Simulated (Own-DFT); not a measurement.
# Which arrangement is lower? Ga32P32, 64 atoms

Calculated results; nothing here was measured. They come from Own-DFT, an in-house plane-wave density functional program, since retired, whose code no person has reviewed. Each row is one single-point run on a periodic cell that was not relaxed, without spin or spin-orbit coupling.

Settings of every run: PBE; PseudoDojo norm-conserving scalar-relativistic files; cutoff 42 hartree; 3 x 3 x 3 k mesh centred on Gamma; Fermi-Dirac smearing of 0.1 eV.

Known limits, some of them of some rows only: not probed for a lower state with spin; forces on such cells failed a check on a denser k mesh; forces on such cells passed a denser k mesh, each cell not checked; stress not checked against mesh or cutoff.

All cells hold the same atoms in the same cell, with vectors in Å (10.901, 0.000, 0.000); (0.000, 10.901, 0.000); (0.000, 0.000, 10.901). Every atom was moved at random from its ideal site; u is the rms move along one axis. The defect's site can differ from row to row. E is the free energy of the cell above the lowest run. The arrangements:

- A: zincblende GaP
- B: zincblende GaP, with one Ga on a P site and one P on a Ga site, 2.4 Å apart

| arrangement | u (Å) | E (eV) | P (GPa) |
|---|---|---|---|
| A | 0.0191 | 0.000 | 2.71 |
| A | 0.0203 | 0.043 | 2.72 |
| A | 0.0207 | 0.068 | 2.72 |
| A | 0.0481 | 2.388 | 3.29 |
| A | 0.0486 | 2.275 | 3.23 |
| A | 0.0515 | 2.722 | 3.33 |
| B | 0.0293 | 3.775 | 3.02 |
| B | 0.0317 | 4.086 | 3.13 |
| B | 0.0318 | 3.844 | 3.03 |
| B | 0.0470 | 5.610 | 3.41 |
| B | 0.0474 | 4.927 | 3.25 |
| B | 0.0490 | 5.611 | 3.51 |

Question: once the cost of the random moves is taken out, how do the arrangements rank?

## Worked answer

Fit E = a + b u², with one b for all and one a for each arrangement, and with residuals divided by u², since the noise grows with the moves. Then b = 1167 eV/Å², the scatter at u = 0.04 Å is 0.16 eV, and against A:

- B: 3.20 ± 0.07 eV (higher)

These are energies of unrelaxed cells. Relaxing the atoms lowers the strained arrangements most, so the gaps would shrink and small ones could change sign.
